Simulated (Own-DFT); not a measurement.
# Strain and stress in wurtzite GaN, 96 atoms (Ga48N48)

Calculated results; nothing here was measured. The program, named Own-DFT, is a retired in-house plane-wave density functional code that no person has reviewed. Each row is one single-point run on a periodic cell that was not relaxed, without spin or spin-orbit coupling.

Settings of every run: PBE; PseudoDojo norm-conserving scalar-relativistic files (stringent for Ga); cutoff 96 hartree; 3 x 4 x 3 k mesh centred on Gamma; Gaussian smearing of 0.01 eV.

Known limits: forces on such cells passed a denser k mesh, each cell not checked; stress not checked against mesh or cutoff.

Unstrained cell vectors in Å: (12.756, 0.000, 0.000); (-4.784, 8.285, 0.000); (0.000, 0.000, 10.370). The unstrained cell has measured lattice constants (interpolated for alloys), not those of this functional. That, the random moves and any unrelaxed bonds set the pressure at no strain. Each run strains this cell uniformly, with the atoms carried along. Every atom was also moved at random, by a Gaussian of width 0.05 Å on each axis. Strain is the symmetric tensor, in per cent. Stress is positive in tension, and the pressure is minus a third of its trace.

```
run  e_xx (%)  e_yy (%)  e_zz (%)  s_xx (GPa)  s_yy (GPa)  s_zz (GPa)  P (GPa)  E (meV/atom)
  1      0.00      0.00      3.00       -5.86       -3.96        4.85     1.66           7.5
  2      0.00      0.00      1.25       -6.32       -6.00       -1.48     4.60           4.9
  3      0.00      0.00      2.25       -4.03       -5.76        1.55     2.74           0.0
  4      0.00      0.00     -2.00       -7.99       -7.89      -18.03    11.30          24.8
  5      0.00      0.00     -1.00       -6.78       -7.62      -13.67     9.36          26.3
  6      0.00      0.00     -1.50       -6.51       -7.60      -16.87    10.33          22.7
  7      0.00      0.00      2.50       -5.03       -4.96        2.74     2.42           2.3
  8      0.00      0.00      1.00       -6.90       -6.07       -3.02     5.33          11.6
  9      0.00      0.00      2.00           ?           ?           ?        ?             ?
```

E is the free energy for each atom above the lowest run shown.

## Worked fit

The change of volume is close to e_xx + e_yy + e_zz. A straight line through the runs shown gives P = 7.32 - 197 x (fractional change of volume) GPa, with an error of 3 on the slope and a scatter of 0.16 GPa. The strain isn't the same on all axes and the cell isn't cubic, so the slope belongs to this path and is not the bulk modulus.

## Withheld run

Question: what pressure should run 9 give? Its volume changes by 2.00 %.

The line gives 3.4 GPa. The calculation gave 3.56 GPa.
